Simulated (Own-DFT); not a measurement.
# Which defects push the lattice out? B20 RuSi

Everything here is calculated. The program is Own-DFT (plane waves, in-house, since retired, never reviewed by a person); positions were held fixed, and spin and spin-orbit coupling were off.

Settings: PBE; PseudoDojo norm-conserving scalar-relativistic files; cutoff 50 hartree; 5 x 4 x 5 k mesh centred on Gamma; cold (Marzari-Vanderbilt) smearing of 0.2 eV.

Caveats (not all hold for every row): not probed for a lower state with spin; forces on such cells failed a check on a denser k mesh; stress not checked against mesh or cutoff.

All runs share one cell, with vectors in Å (4.709, 0.000, 4.709); (0.000, 9.417, 0.000); (-4.709, 0.000, 4.709) and a volume of 417.6 Å³. Atoms were moved at random from their sites; u is the rms move along one axis. The defect's site can differ from row to row.

```
               cell   formula   u (Å)  P (GPa)
          no defect  Ru16Si16  0.0186     4.89
          no defect  Ru16Si16  0.0209     5.12
          no defect  Ru16Si16  0.0518     6.37
     one Si vacancy  Ru16Si15  0.0269     2.40
     one Si vacancy  Ru16Si15  0.0480     3.59
     one Si vacancy  Ru16Si15  0.0565     4.42
one Si on a Ru site  Ru15Si17  0.0287     5.74
one Si on a Ru site  Ru15Si17  0.0288     5.98
one Si on a Ru site  Ru15Si17  0.0485     7.56
one Ru on a Si site  Ru17Si15  0.0286     8.31
one Ru on a Si site  Ru17Si15  0.0321     8.39
one Ru on a Si site  Ru17Si15  0.0477        ?
one Ru on a Si site  Ru17Si15  0.0482     9.45
     one Ru vacancy  Ru15Si16  0.0260     3.17
     one Ru vacancy  Ru15Si16  0.0310     3.19
     one Ru vacancy  Ru15Si16  0.0495     3.71
```

## Worked fit

P = P0 + c u² + a shift for each defect gives P0 = 4.65 GPa, c = 703 ± 81 GPa/Å² and a scatter of 0.27 GPa. The shifts, and each times the cell's volume:

- one Ru on a Si site: 3.09 ± 0.22 GPa, 8.1 eV
- one Si on a Ru site: 0.84 ± 0.22 GPa, 2.2 eV
- one Ru vacancy: -2.25 ± 0.22 GPa, -5.9 eV
- one Si vacancy: -2.64 ± 0.24 GPa, -6.9 eV

Positive is outwards. The product with the volume (160.2 GPa Å³ to the eV) is nearly free of the cell's size; divided by the bulk modulus at the cell's pressure it gives the volume that the defect adds. The atoms around the defects weren't relaxed, which would change these numbers.

## The run left out

The question: what pressure belongs in the blank (one Ru on a Si site, u = 0.0477 Å)?

The fit gives 9.34 ± 0.32 GPa. The hidden result is 8.86 GPa.
